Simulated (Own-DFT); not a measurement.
## Calculated data, GaP (zincblende, atoms displaced)

All values are calculated (Own-DFT development build). A calculation, not a measurement: plane-wave PBE density functional theory by an unreviewed code, no spin, of a simulated periodic cell, stress positive in tension, free energy of the whole cell less one offset for each atom, forces on such cells passed a denser k mesh, this cell's mesh not checked; offsets are fitted by least squares, one for each functional and potential file, so energies compare only between cells with the same atoms and settings and are not formation energies; the far tail of each file's local potential was reset to the Coulomb form; each entry is a single point on an unrelaxed cell, so the pressure reflects the starting lattice, mostly measured values (interpolated for alloys), from which strain is counted, and rises with the displacements; printed positions are rounded, which can move forces by about a meV/angstrom; the program, named Own-DFT, is a retired in-house code; no spin-orbit coupling.

Settings shared by all entries: functional PBE; potential files PseudoDojo norm-conserving, scalar-relativistic, standard set; wave cutoff 42 hartree; occupations Fermi-Dirac; smearing width 0.1 eV; hardware one NVIDIA H200; k mesh 2 x 3 x 3 centred on Gamma.

(1) 
```cif
# cell vector a (Å): 16.3515 0.0000 0.0000
# cell vector b (Å): 0.0000 10.9010 0.0000
# cell vector c (Å): 0.0000 0.0000 10.9010
data_GaP
_symmetry_space_group_name_H-M 'P 1'
_symmetry_Int_Tables_number 1
_cell_length_a 16.3515
_cell_length_b 10.9010
_cell_length_c 10.9010
_cell_angle_alpha 90.000
_cell_angle_beta 90.000
_cell_angle_gamma 90.000
_cell_volume 1943.08
loop_
_atom_site_label
_atom_site_type_symbol
_atom_site_fract_x
_atom_site_fract_y
_atom_site_fract_z
_atom_site_occupancy
Ga1 Ga 0.99924 0.99007 0.00120 1
Ga2 Ga 0.00015 0.25465 0.25127 1
Ga3 Ga 0.16345 0.99622 0.24588 1
Ga4 Ga 0.17134 0.24778 0.99755 1
P1 P 0.08471 0.13119 0.12012 1
P2 P 0.08041 0.36914 0.38570 1
P3 P 0.25087 0.13085 0.37873 1
P4 P 0.24737 0.37167 0.12214 1
Ga5 Ga 0.99137 0.00061 0.48849 1
Ga6 Ga 0.99830 0.24866 0.74626 1
Ga7 Ga 0.16866 0.00006 0.75030 1
Ga8 Ga 0.16384 0.25412 0.49373 1
P5 P 0.08599 0.12231 0.62244 1
P6 P 0.08067 0.37655 0.87182 1
P7 P 0.24870 0.13022 0.87711 1
P8 P 0.24800 0.37679 0.63252 1
Ga9 Ga 0.00056 0.49687 0.00823 1
Ga10 Ga 0.99728 0.74532 0.24645 1
Ga11 Ga 0.16425 0.50299 0.25458 1
Ga12 Ga 0.16665 0.74969 0.99264 1
P9 P 0.08813 0.63151 0.12324 1
P10 P 0.08310 0.87239 0.36919 1
P11 P 0.24600 0.62713 0.37259 1
P12 P 0.24463 0.88232 0.12366 1
Ga13 Ga 0.99944 0.50176 0.50494 1
Ga14 Ga 0.00232 0.75099 0.74794 1
Ga15 Ga 0.16485 0.49587 0.75610 1
Ga16 Ga 0.17030 0.74539 0.50123 1
P13 P 0.08788 0.62663 0.61899 1
P14 P 0.08383 0.86585 0.87786 1
P15 P 0.25346 0.63830 0.87129 1
P16 P 0.24924 0.87951 0.62378 1
Ga17 Ga 0.33304 0.99555 0.99508 1
Ga18 Ga 0.33293 0.24856 0.24110 1
Ga19 Ga 0.50658 0.00088 0.25402 1
Ga20 Ga 0.50262 0.25393 0.00103 1
P17 P 0.41176 0.12509 0.12560 1
P18 P 0.41608 0.37865 0.37722 1
P19 P 0.57888 0.11562 0.37026 1
P20 P 0.58137 0.36960 0.12215 1
Ga21 Ga 0.33528 0.00202 0.50080 1
Ga22 Ga 0.33163 0.25318 0.75280 1
Ga23 Ga 0.50141 0.99345 0.75393 1
Ga24 Ga 0.50268 0.25155 0.49203 1
P21 P 0.41834 0.11569 0.62618 1
P22 P 0.41728 0.37717 0.87386 1
P23 P 0.58949 0.12486 0.87309 1
P24 P 0.57819 0.37804 0.61744 1
Ga25 Ga 0.33144 0.49414 0.99643 1
Ga26 Ga 0.33279 0.75334 0.24833 1
Ga27 Ga 0.50304 0.49994 0.25336 1
Ga28 Ga 0.50464 0.75175 0.99949 1
P25 P 0.41714 0.62541 0.11777 1
P26 P 0.41303 0.87278 0.36443 1
P27 P 0.57775 0.62205 0.38196 1
P28 P 0.58130 0.87878 0.12555 1
Ga29 Ga 0.33152 0.50543 0.50189 1
Ga30 Ga 0.33076 0.75577 0.75604 1
Ga31 Ga 0.50384 0.49868 0.74756 1
Ga32 Ga 0.49775 0.74983 0.49853 1
P29 P 0.41698 0.63017 0.62894 1
P30 P 0.41700 0.87308 0.87642 1
P31 P 0.58003 0.62277 0.87723 1
P32 P 0.57831 0.86668 0.62312 1
Ga33 Ga 0.66534 0.00130 0.00869 1
Ga34 Ga 0.66036 0.25382 0.24892 1
Ga35 Ga 0.83061 0.00173 0.24501 1
Ga36 Ga 0.83619 0.24909 0.99917 1
P33 P 0.75035 0.13054 0.12891 1
P34 P 0.75196 0.37815 0.37362 1
P35 P 0.92549 0.12153 0.38462 1
P36 P 0.91793 0.36858 0.12023 1
Ga37 Ga 0.66092 0.99800 0.49536 1
Ga38 Ga 0.66393 0.23918 0.75330 1
Ga39 Ga 0.83549 0.99916 0.75256 1
Ga40 Ga 0.83187 0.24652 0.50440 1
P37 P 0.74977 0.12916 0.61859 1
P38 P 0.74919 0.37696 0.88003 1
P39 P 0.91626 0.12493 0.87819 1
P40 P 0.91932 0.37844 0.62729 1
Ga41 Ga 0.67334 0.50165 0.99753 1
Ga42 Ga 0.66465 0.75630 0.24602 1
Ga43 Ga 0.83561 0.50819 0.25437 1
Ga44 Ga 0.83316 0.75550 0.99866 1
P41 P 0.75150 0.63288 0.12408 1
P42 P 0.74595 0.86724 0.38303 1
P43 P 0.91656 0.61456 0.36903 1
P44 P 0.91794 0.87439 0.12167 1
Ga45 Ga 0.66853 0.49623 0.49728 1
Ga46 Ga 0.67018 0.75521 0.74714 1
Ga47 Ga 0.83353 0.50855 0.74810 1
Ga48 Ga 0.83786 0.74581 0.50236 1
P45 P 0.74795 0.62378 0.62498 1
P46 P 0.74477 0.87134 0.88053 1
P47 P 0.91801 0.63231 0.87428 1
P48 P 0.91958 0.87185 0.62138 1
_calc_free_energy_of_cell_above_offsets '-49.197'  # eV
_calc_pressure 3.37  # GPa
_calc_stress_xx -3.34  # GPa
_calc_stress_yy -3.37  # GPa
_calc_stress_zz -3.4  # GPa
_calc_stress_yz -0.23  # GPa
_calc_stress_xz -0.13  # GPa
_calc_stress_xy -0.02  # GPa
_calc_wall_time 937.9  # s
```

Force:
```tsv
element	x (eV/Å)	y (eV/Å)	z (eV/Å)
Ga	0.776	1.164	-0.337
Ga	0.314	-0.694	-0.069
Ga	-0.008	1.296	0.606
Ga	-1.321	0.678	-0.035
P	-0.556	-0.676	0.343
P	-0.367	1.62	-1.501
P	-0.175	-0.599	-0.732
P	0.059	0.922	0.502
Ga	3.371	-2.441	2.483
Ga	0.59	-0.351	0.105
Ga	-0.529	0.122	0.307
Ga	1.131	-0.82	1.49
P	-0.826	-0.118	-0.113
P	0.035	-0.525	0.835
P	0.75	-1.132	-0.688
P	0.115	-0.032	-1.021
Ga	0.365	0.728	-0.778
Ga	0.497	0.234	0.141
Ga	-0.267	-0.798	-0.281
Ga	0.714	0.1	0.919
P	-0.764	-0.925	0.141
P	-0.436	-0.249	0.706
P	1.201	-0.174	-0.036
P	0.875	-1.067	-0.527
Ga	0.347	-0.013	-0.222
Ga	0.226	-0.381	-0.315
Ga	0.362	1.069	-0.317
Ga	-0.394	1.181	-0.316
P	-0.693	-0.423	0.977
P	-0.229	1.412	-0.874
P	-0.988	-2.237	0.782
P	0.351	-0.441	-0.02
Ga	-0.255	0.583	0.467
Ga	-0.198	0.588	1.232
Ga	-2.682	-0.865	-1.443
Ga	-1.053	-1.046	-0.628
P	1.557	-0.647	-0.645
P	-0.439	-0.362	-0.603
P	1.532	2.039	1.102
P	0.71	1.602	0.329
Ga	-0.254	-0.232	-0.519
Ga	0.578	-0.524	-0.425
Ga	0.039	0.408	-0.173
Ga	-1.053	-0.58	0.472
P	0.303	1.306	0.231
P	0.324	-0.326	-0.217
P	-1.751	-1.035	1.183
P	1.388	-0.851	0.643
Ga	0.017	0.839	0.128
Ga	-0.661	-0.708	-1.061
Ga	-0.837	-0.059	-0.635
Ga	-0.884	-0.221	0.089
P	-0.063	-0.185	0.724
P	0.952	0.733	1.247
P	1.421	0.439	-0.823
P	0.189	-0.201	-0.113
Ga	0.024	-0.138	0.318
Ga	0.893	0.471	-1.53
Ga	-0.974	0.376	0.098
Ga	-0.927	-0.023	-0.289
P	-0.41	-0.199	0.079
P	0.33	0.11	0.233
P	1.401	0.174	-0.428
P	0.878	0.91	0.259
Ga	0.509	0.269	-0.412
Ga	0.758	-0.392	0.5
Ga	0.471	-0.427	1.173
Ga	-0.792	0.022	-0.117
P	-0.256	0.026	-0.264
P	-0.149	-0.691	-0.24
P	-3.46	2.684	-3.054
P	-0.495	0.918	1.175
Ga	0.425	-0.216	0.82
Ga	0.969	2.008	-1.286
Ga	-0.618	-0.176	-0.297
Ga	1.022	0.888	-0.746
P	-0.677	-1.315	0.906
P	0.706	-0.709	-1.248
P	0.463	-0.452	-0.402
P	-1.07	-0.168	-0.018
Ga	-1.131	0.365	0.693
Ga	-0.181	-0.868	0.742
Ga	-1.197	-1.512	-1.79
Ga	0.216	-0.335	-0.196
P	-0.078	-0.493	0.344
P	0.826	0.638	-0.758
P	1.137	1.616	1.438
P	-0.808	-0.088	0.83
Ga	-0.395	0.364	0.2
Ga	-0.99	-0.82	0.134
Ga	0.106	-0.638	0.568
Ga	-0.547	-0.313	-0.284
P	0.285	0.186	-0.31
P	0.666	1.098	-0.331
P	-0.013	-0.669	0.337
P	-0.327	0.397	0.434
```

(2) 
```cif
# cell vector a (Å): 16.3515 0.0000 0.0000
# cell vector b (Å): 0.0000 10.9010 0.0000
# cell vector c (Å): 0.0000 0.0000 10.9010
data_GaP
_symmetry_space_group_name_H-M 'P 1'
_symmetry_Int_Tables_number 1
_cell_length_a 16.3515
_cell_length_b 10.9010
_cell_length_c 10.9010
_cell_angle_alpha 90.000
_cell_angle_beta 90.000
_cell_angle_gamma 90.000
_cell_volume 1943.08
loop_
_atom_site_label
_atom_site_type_symbol
_atom_site_fract_x
_atom_site_fract_y
_atom_site_fract_z
_atom_site_occupancy
Ga1 Ga 0.00028 0.00354 0.99077 1
Ga2 Ga 0.00181 0.24900 0.25080 1
Ga3 Ga 0.16746 0.00016 0.24866 1
Ga4 Ga 0.16946 0.25348 0.99214 1
P1 P 0.08711 0.12082 0.12271 1
P2 P 0.08010 0.37565 0.37607 1
P3 P 0.24924 0.12723 0.37129 1
P4 P 0.24617 0.37760 0.12574 1
Ga5 Ga 0.00747 0.00509 0.49846 1
Ga6 Ga 0.99784 0.24873 0.74989 1
Ga7 Ga 0.16874 0.00382 0.75005 1
Ga8 Ga 0.16630 0.24174 0.50303 1
P5 P 0.08685 0.12593 0.63785 1
P6 P 0.08194 0.36909 0.87353 1
P7 P 0.24969 0.12181 0.86875 1
P8 P 0.24721 0.37529 0.62078 1
Ga9 Ga 0.99995 0.49449 0.99769 1
Ga10 Ga 0.99700 0.75029 0.24720 1
Ga11 Ga 0.17092 0.49886 0.25409 1
Ga12 Ga 0.16012 0.75408 0.00083 1
P9 P 0.08835 0.61588 0.11959 1
P10 P 0.08189 0.86974 0.37479 1
P11 P 0.24849 0.62431 0.37278 1
P12 P 0.25264 0.87499 0.11848 1
Ga13 Ga 0.00195 0.49894 0.49416 1
Ga14 Ga 0.00792 0.74134 0.74210 1
Ga15 Ga 0.16822 0.49929 0.75123 1
Ga16 Ga 0.16208 0.74640 0.49697 1
P13 P 0.08193 0.62849 0.63155 1
P14 P 0.08173 0.88326 0.87879 1
P15 P 0.24715 0.62484 0.87207 1
P16 P 0.25494 0.87387 0.62873 1
Ga17 Ga 0.33665 0.99723 0.99861 1
Ga18 Ga 0.32823 0.24304 0.25633 1
Ga19 Ga 0.49946 0.99912 0.25301 1
Ga20 Ga 0.50046 0.24510 0.00037 1
P17 P 0.42019 0.11906 0.11940 1
P18 P 0.41898 0.36430 0.38051 1
P19 P 0.58444 0.12718 0.37307 1
P20 P 0.58979 0.37129 0.12056 1
Ga21 Ga 0.33672 0.99338 0.49076 1
Ga22 Ga 0.33605 0.25192 0.74638 1
Ga23 Ga 0.49590 0.99820 0.75407 1
Ga24 Ga 0.49639 0.24686 0.50440 1
P21 P 0.41653 0.13408 0.62325 1
P22 P 0.42310 0.37453 0.87408 1
P23 P 0.57840 0.12455 0.88230 1
P24 P 0.58329 0.37923 0.63193 1
Ga25 Ga 0.33520 0.50061 0.99889 1
Ga26 Ga 0.33254 0.74464 0.25688 1
Ga27 Ga 0.50071 0.50488 0.25535 1
Ga28 Ga 0.49463 0.74341 0.99797 1
P25 P 0.41037 0.62759 0.12577 1
P26 P 0.41241 0.87493 0.37336 1
P27 P 0.58279 0.62756 0.37268 1
P28 P 0.58638 0.86402 0.13080 1
Ga29 Ga 0.32811 0.50120 0.50152 1
Ga30 Ga 0.33522 0.75058 0.75362 1
Ga31 Ga 0.50024 0.49240 0.74747 1
Ga32 Ga 0.49565 0.74722 0.50336 1
P29 P 0.41573 0.63160 0.62086 1
P30 P 0.41700 0.87703 0.87363 1
P31 P 0.58206 0.62334 0.86947 1
P32 P 0.58620 0.86857 0.62944 1
Ga33 Ga 0.66345 0.99876 0.00306 1
Ga34 Ga 0.66915 0.24191 0.24968 1
Ga35 Ga 0.83189 0.00482 0.24237 1
Ga36 Ga 0.83628 0.25159 0.99436 1
P33 P 0.75300 0.12263 0.12436 1
P34 P 0.75246 0.37198 0.36375 1
P35 P 0.91330 0.12674 0.37995 1
P36 P 0.91400 0.37857 0.12281 1
Ga37 Ga 0.66786 0.99820 0.50625 1
Ga38 Ga 0.66832 0.24077 0.75528 1
Ga39 Ga 0.83496 0.00225 0.74721 1
Ga40 Ga 0.83214 0.25665 0.49924 1
P37 P 0.75152 0.13116 0.62396 1
P38 P 0.74811 0.37631 0.88030 1
P39 P 0.91455 0.12308 0.87632 1
P40 P 0.92099 0.36909 0.61702 1
Ga41 Ga 0.66793 0.49778 0.00357 1
Ga42 Ga 0.66234 0.75074 0.24995 1
Ga43 Ga 0.83456 0.50378 0.25510 1
Ga44 Ga 0.83054 0.74724 0.99213 1
P41 P 0.75109 0.63119 0.12560 1
P42 P 0.74876 0.87398 0.38273 1
P43 P 0.91520 0.63272 0.37107 1
P44 P 0.91767 0.88436 0.12837 1
Ga45 Ga 0.66478 0.49525 0.50032 1
Ga46 Ga 0.67009 0.74484 0.75843 1
Ga47 Ga 0.83466 0.49946 0.75502 1
Ga48 Ga 0.83273 0.75044 0.49736 1
P45 P 0.75041 0.62271 0.63100 1
P46 P 0.75136 0.86765 0.88014 1
P47 P 0.91248 0.62807 0.87612 1
P48 P 0.91704 0.87134 0.62726 1
_calc_free_energy_of_cell_above_offsets '-49.619'  # eV
_calc_pressure 3.32  # GPa
_calc_stress_xx -3.32  # GPa
_calc_stress_yy -3.33  # GPa
_calc_stress_zz -3.31  # GPa
_calc_stress_yz -0.03  # GPa
_calc_stress_xz 0.56  # GPa
_calc_stress_xy 0.22  # GPa
_calc_wall_time 907.9  # s
```

Force:
```tsv
element	x (eV/Å)	y (eV/Å)	z (eV/Å)
Ga	-0.33	0.161	1.514
Ga	-0.636	-0.237	-0.488
Ga	0.108	-0.681	-0.132
Ga	-0.105	-0.656	0.654
P	-0.489	0.787	-0.293
P	1.327	-0.428	-0.228
P	-0.609	-1.357	1.136
P	1.193	-0.629	-0.318
Ga	-0.991	-0.26	0.529
Ga	-0.096	-0.1	0.137
Ga	0.183	-1.301	0.03
Ga	-0.31	0.684	-0.236
P	-0.619	-0.049	-1.28
P	0.013	0.65	-0.346
P	1.111	0.79	0.79
P	0.177	-0.183	0.516
Ga	-0.254	0.487	-0.064
Ga	0.662	-0.077	-0.764
Ga	-1.008	-0.244	-0.228
Ga	0.821	-0.094	-0.154
P	-0.997	0.582	0.759
P	0.335	0.602	-0.437
P	-0.085	0.075	0.751
P	-0.329	-0.385	0.89
Ga	-0.614	0.896	0.542
Ga	-2.419	2.26	2.254
Ga	-0.479	-0.313	-0.158
Ga	0.815	0.404	0.709
P	1.602	-2.265	-2.047
P	0.436	-1.124	-1.36
P	0.466	0.355	0.589
P	-0.903	0.151	-0.795
Ga	-0.529	0.391	-0.246
Ga	1.35	1.089	-1.525
Ga	0.506	-0.336	-0.381
Ga	0.056	1.026	0.626
P	-0.815	0.498	0.957
P	-0.992	1.457	-0.853
P	-0.29	-0.527	0.893
P	-1.252	-0.05	0.966
Ga	-1.052	1.322	1.413
Ga	-0.646	0.407	0.487
Ga	0.856	0.413	-0.963
Ga	1.84	0.529	-0.164
P	-0.348	-2.124	0.239
P	-1.242	-0.226	0.421
P	0.923	-0.815	-1.027
P	0.524	-1.634	-0.94
Ga	-0.572	-0.338	-0.217
Ga	-0.485	0.822	-0.915
Ga	-0.285	-1.06	-0.803
Ga	0.865	0.352	0.118
P	0.903	-0.593	0.308
P	1.419	-0.697	-0.375
P	-0.062	-0.182	0.945
P	-1.768	1.429	-1.25
Ga	0.948	-0.185	-0.287
Ga	-0.23	-0.281	-0.097
Ga	-0.296	1.558	-0.061
Ga	1.1	0.869	-0.709
P	-0.559	-1.551	0.971
P	-0.168	-0.69	0.417
P	-0.22	-0.453	0.926
P	-0.618	0.489	0.093
Ga	0.391	-0.441	0.12
Ga	-0.064	0.417	-0.501
Ga	0.271	-0.709	1.618
Ga	-0.583	0.163	0.672
P	-0.668	0.535	-0.963
P	-0.659	0.373	1.2
P	0.662	-0.233	-0.482
P	0.542	-0.449	0.502
Ga	-0.373	0.233	-0.204
Ga	-0.47	0.822	0.18
Ga	-0.412	-0.665	0.109
Ga	-0.005	-0.224	-0.292
P	-0.091	-0.577	0.145
P	0.437	-0.498	-0.755
P	0.234	0.391	-0.628
P	-0.501	1.041	0.891
Ga	-0.067	1.002	-0.203
Ga	1.641	-0.486	0.895
Ga	-0.145	0.192	-0.979
Ga	0.853	0.403	1.727
P	-0.243	-0.62	0.292
P	-0.017	0.334	-1.234
P	0.406	-0.858	0.706
P	-0.021	-0.911	-1.163
Ga	0.522	0.322	-0.218
Ga	-0.247	0.221	-0.511
Ga	0.002	-0.597	-0.603
Ga	-0.089	-0.052	0.882
P	0.133	-0.242	-0.901
P	-0.696	1.887	-0.882
P	1.751	-0.524	-0.415
P	0.666	0.341	-0.442
```

(3) 
```cif
# cell vector a (Å): 16.3515 0.0000 0.0000
# cell vector b (Å): 0.0000 10.9010 0.0000
# cell vector c (Å): 0.0000 0.0000 10.9010
data_GaP
_symmetry_space_group_name_H-M 'P 1'
_symmetry_Int_Tables_number 1
_cell_length_a 16.3515
_cell_length_b 10.9010
_cell_length_c 10.9010
_cell_angle_alpha 90.000
_cell_angle_beta 90.000
_cell_angle_gamma 90.000
_cell_volume 1943.08
loop_
_atom_site_label
_atom_site_type_symbol
_atom_site_fract_x
_atom_site_fract_y
_atom_site_fract_z
_atom_site_occupancy
Ga1 Ga 0.99790 0.99240 0.00624 1
Ga2 Ga 0.99857 0.24836 0.25343 1
Ga3 Ga 0.17075 0.00402 0.25085 1
Ga4 Ga 0.16710 0.25047 0.00438 1
P1 P 0.07566 0.13138 0.12678 1
P2 P 0.08342 0.36581 0.37164 1
P3 P 0.24880 0.12089 0.37250 1
P4 P 0.24949 0.37945 0.13321 1
Ga5 Ga 0.00227 0.01110 0.49210 1
Ga6 Ga 0.00234 0.24630 0.75116 1
Ga7 Ga 0.15984 0.00122 0.75450 1
Ga8 Ga 0.16220 0.24886 0.49691 1
P5 P 0.08576 0.12548 0.63142 1
P6 P 0.08629 0.37286 0.86649 1
P7 P 0.25166 0.11954 0.87492 1
P8 P 0.24670 0.37570 0.62808 1
Ga9 Ga 0.99706 0.49867 0.99898 1
Ga10 Ga 0.00273 0.74393 0.25300 1
Ga11 Ga 0.16767 0.50262 0.24848 1
Ga12 Ga 0.16156 0.74856 0.99790 1
P9 P 0.08577 0.62937 0.12846 1
P10 P 0.08725 0.87826 0.38021 1
P11 P 0.25052 0.63552 0.36472 1
P12 P 0.24892 0.86735 0.12148 1
Ga13 Ga 0.00288 0.50207 0.50342 1
Ga14 Ga 0.00310 0.75699 0.74091 1
Ga15 Ga 0.16834 0.49834 0.73977 1
Ga16 Ga 0.16719 0.74914 0.49976 1
P13 P 0.08673 0.62138 0.61740 1
P14 P 0.08973 0.87126 0.88396 1
P15 P 0.25193 0.63270 0.87337 1
P16 P 0.25169 0.87553 0.61704 1
Ga17 Ga 0.33514 0.00370 0.99596 1
Ga18 Ga 0.33128 0.24881 0.24957 1
Ga19 Ga 0.49961 0.99958 0.25355 1
Ga20 Ga 0.49984 0.24589 0.99960 1
P17 P 0.41932 0.12803 0.12592 1
P18 P 0.41312 0.37336 0.38425 1
P19 P 0.58102 0.12587 0.37485 1
P20 P 0.57873 0.37660 0.13008 1
Ga21 Ga 0.33411 0.99900 0.50138 1
Ga22 Ga 0.33492 0.25294 0.74943 1
Ga23 Ga 0.49526 0.99704 0.74558 1
Ga24 Ga 0.50185 0.25322 0.50337 1
P21 P 0.41750 0.11482 0.63299 1
P22 P 0.41640 0.37738 0.87654 1
P23 P 0.58036 0.13061 0.88199 1
P24 P 0.57996 0.37580 0.62345 1
Ga25 Ga 0.33242 0.49994 0.99377 1
Ga26 Ga 0.32832 0.75240 0.25018 1
Ga27 Ga 0.49695 0.49541 0.24683 1
Ga28 Ga 0.50050 0.74915 0.99828 1
P25 P 0.41862 0.62517 0.11720 1
P26 P 0.41568 0.87297 0.38476 1
P27 P 0.58252 0.62650 0.36666 1
P28 P 0.58885 0.87854 0.12048 1
Ga29 Ga 0.33755 0.49340 0.50017 1
Ga30 Ga 0.33664 0.74643 0.75129 1
Ga31 Ga 0.50160 0.49739 0.75557 1
Ga32 Ga 0.50025 0.74707 0.50540 1
P29 P 0.41568 0.63236 0.62488 1
P30 P 0.41386 0.87607 0.87548 1
P31 P 0.58686 0.62611 0.87968 1
P32 P 0.58206 0.88596 0.62802 1
Ga33 Ga 0.66797 0.00837 0.00531 1
Ga34 Ga 0.66692 0.25407 0.25414 1
Ga35 Ga 0.83322 0.99795 0.24539 1
Ga36 Ga 0.83380 0.24978 0.00026 1
P33 P 0.75000 0.12337 0.12399 1
P34 P 0.75092 0.38239 0.37360 1
P35 P 0.91801 0.12890 0.37751 1
P36 P 0.91591 0.38115 0.13154 1
Ga37 Ga 0.66517 0.99353 0.49784 1
Ga38 Ga 0.66788 0.24509 0.75661 1
Ga39 Ga 0.83082 0.00408 0.73938 1
Ga40 Ga 0.83428 0.24885 0.50344 1
P37 P 0.75032 0.12817 0.62912 1
P38 P 0.74980 0.37624 0.87701 1
P39 P 0.91852 0.12699 0.87342 1
P40 P 0.91718 0.38082 0.61933 1
Ga41 Ga 0.66769 0.49898 0.00266 1
Ga42 Ga 0.66800 0.74921 0.24057 1
Ga43 Ga 0.83420 0.49618 0.25622 1
Ga44 Ga 0.82962 0.75502 0.00415 1
P41 P 0.74974 0.62727 0.11861 1
P42 P 0.75246 0.88050 0.37264 1
P43 P 0.91757 0.63013 0.37071 1
P44 P 0.91360 0.87833 0.12066 1
Ga45 Ga 0.66799 0.49362 0.50224 1
Ga46 Ga 0.66972 0.74254 0.75344 1
Ga47 Ga 0.83683 0.49279 0.75026 1
Ga48 Ga 0.83300 0.74739 0.49538 1
P45 P 0.74788 0.62440 0.62026 1
P46 P 0.75007 0.88894 0.87040 1
P47 P 0.91315 0.62482 0.87412 1
P48 P 0.91419 0.87881 0.62594 1
_calc_pressure ?
_calc_stress_xx ?
```

Question: Give the missing pressure for GaP (zincblende, atoms displaced) (entry 3).
Answer: 3.34 GPa

Question: Give the missing stress xx for GaP (zincblende, atoms displaced) (entry 3).
Answer: -3.41 GPa

Question: Give the table of force values for GaP (zincblende, atoms displaced) (entry 3).
Answer: 
Force:
```tsv
element	x (eV/Å)	y (eV/Å)	z (eV/Å)
Ga	0.545	0.997	-0.963
Ga	-0.535	0.563	-0.318
Ga	-0.971	-0.778	-0.987
Ga	0.059	-0.055	-0.301
P	1.2	-1.033	-0.287
P	-0.116	1.621	0.201
P	0.69	0.847	0.872
P	0.355	-0.35	-1.246
Ga	0.141	-1.031	1.118
Ga	-0.522	0.647	-0.286
Ga	1.612	-0.662	-0.212
Ga	0.972	-0.31	0.464
P	-0.644	0.062	-0.984
P	-0.15	0.553	0.995
P	-0.56	1.023	-0.098
P	1.064	-0.813	-1.318
Ga	0.632	0.265	-0.193
Ga	0.018	1.577	-0.241
Ga	-0.288	0.075	0.686
Ga	1.633	-0.837	0.782
P	-0.703	-1.035	-0.687
P	-0.635	-0.029	-0.753
P	-0.494	-1.962	1.747
P	0.008	1.407	-0.273
Ga	-0.327	-0.303	-1.277
Ga	-0.153	-0.607	0.842
Ga	-0.204	0.897	1.458
Ga	0.491	0.209	-0.281
P	-0.203	0.78	0.731
P	-2.104	0.941	-1.341
P	-0.906	-1.062	-0.097
P	-0.641	-0.221	1.55
Ga	-0.217	-0.465	0.981
Ga	0.259	0.012	0.324
Ga	-0.048	-0.552	-0.213
Ga	-0.311	1.179	0.469
P	-0.657	-0.478	0.177
P	0.93	-0.747	-1.485
P	0.584	0.169	0.295
P	0.959	-0.609	-0.79
Ga	-0.111	0.399	-0.185
Ga	-0.229	-0.471	0.131
Ga	0.934	-0.152	1.768
Ga	-0.703	-0.995	-0.026
P	-0.844	2.085	-1.423
P	0.125	-0.58	-0.066
P	0.419	-1.188	-1.076
P	1.011	-0.167	0.85
Ga	-0.267	0.321	0.606
Ga	1.824	0.478	-0.751
Ga	-0.505	0.762	0.711
Ga	0.254	0.674	-0.005
P	-0.743	-0.059	0.881
P	0.217	-0.07	-1.252
P	0.119	-0.287	0.774
P	-1.195	-0.126	0.373
Ga	-1.449	1.583	0.631
Ga	-0.698	1.095	-0.349
Ga	-0.153	0.854	-0.397
Ga	0.786	0.507	-0.537
P	0.449	-1.666	0.298
P	0.809	-0.347	-0.026
P	-0.437	-0.396	-0.379
P	0.502	-1.875	0.006
Ga	-0.373	-0.381	-1.067
Ga	-0.134	-0.273	-0.361
Ga	0.253	0.711	0.458
Ga	0.248	0.167	0.163
P	0.371	1.104	0.758
P	-0.113	-1.362	0.658
P	-0.978	-0.24	-0.602
P	0.154	-0.959	-0.526
Ga	0.225	1.031	-0.003
Ga	-0.547	0.677	-0.19
Ga	0.821	-0.002	1.185
Ga	-0.282	0.474	-0.289
P	-0.772	0.064	-1.216
P	0.074	-0.262	-0.109
P	-0.296	-0.612	0.129
P	0.416	-0.978	0.552
Ga	-0.416	-0.205	0.151
Ga	-0.019	0.267	0.742
Ga	-0.023	1.345	-0.784
Ga	0.122	0.15	-1.306
P	0.416	-0.687	0.961
P	-0.429	-0.904	-0.05
P	-0.034	-0.937	0.715
P	0.477	-1.17	1.133
Ga	-0.819	0.883	-0.437
Ga	-0.167	1.292	-0.255
Ga	-0.7	0.787	-0.082
Ga	-0.021	0.514	0.375
P	0.685	-0.331	0.425
P	-0.255	-1.048	0.437
P	0.604	0.667	-0.098
P	0.633	-0.044	-1.081
```

Further results for GaP (zincblende, atoms displaced) (entry 3):

- free energy of cell above offsets: -49.683 eV
- stress yy: -3.32 GPa
- stress zz: -3.29 GPa
- stress yz: 0.08 GPa
- stress xz: 0.87 GPa
- stress xy: 0.16 GPa
- wall time: 942.5 s
